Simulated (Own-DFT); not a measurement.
# Misfit strain and the stress it brings: diamond-structure SiGeSn with randomly placed atoms, 64 atoms (Ge48Si8Sn8)

No measurement is shown. These are fixed-geometry runs of a retired plane-wave code named Own-DFT, which no person has reviewed; spin and spin-orbit coupling are neglected.

Method: PBE; PseudoDojo norm-conserving scalar-relativistic files; cutoff 49 hartree; 3 x 3 x 3 k mesh centred on Gamma; Fermi-Dirac smearing of 0.1 eV.

Known weak points: forces on such cells moved up to 12 meV/angstrom on a denser k mesh; stress not checked against mesh or cutoff.

Unstrained cell vectors in Å: (11.467, 0.000, 0.000); (0.000, 11.467, 0.000); (0.000, 0.000, 11.467). The unstrained cell has measured lattice constants (interpolated for alloys), not those of this functional. That, the random moves and any unrelaxed bonds set the pressure at no strain. Each run strains x and y alike by e, as a substrate would, and holds the height along z. All atoms carry random offsets, Gaussian with a width of 0.05 Å per axis. The random placing of the alloy's atoms differs from row to row. Stress is positive in tension.

```
e (%)  u (Å)  (s_xx + s_yy)/2 (GPa)  s_zz (GPa)
-3.00  0.052                 -11.17       -9.33
-2.75  0.051                 -10.80       -9.13
-2.00  0.049                  -9.01       -7.75
-1.75  0.052                  -8.63       -7.45
-1.00  0.054                  -6.98       -6.31
-0.50  0.054                  -6.06       -5.79
-0.25  0.051                  -5.69       -5.39
 0.50  0.050                  -4.17       -4.78
 2.25  0.048                      ?           ?
 2.75  0.047                  -0.75       -2.20
```

## Working it out

With e as a fraction, the in-plane stress is -5.1 + 181 e - 762 e² GPa (errors 2 and 92, scatter 0.09), and s_zz is -5.2 + 122 e - 606 e² GPa (slope ± 3, scatter 0.13). At e = 0 the first slope is C11 + C12 and the second 2 C12, both with the ions held to the strained lattice and at the cell's own pressure. The term in e² is negative: the layer stiffens under compression and softens under tension. A free layer would change its height as e changes, and the in-plane slope would drop by 2 C12²/C11 to the biaxial modulus. At fixed height, a misfit of 1 % moves the in-plane stress by about 1.8 GPa and s_zz by 1.2 GPa.

## Withheld run

Question: what are the two stresses at e = 2.25 %?

The fit gives -1.5 and -2.7 GPa. The run itself gave -1.43 and -2.70 GPa.
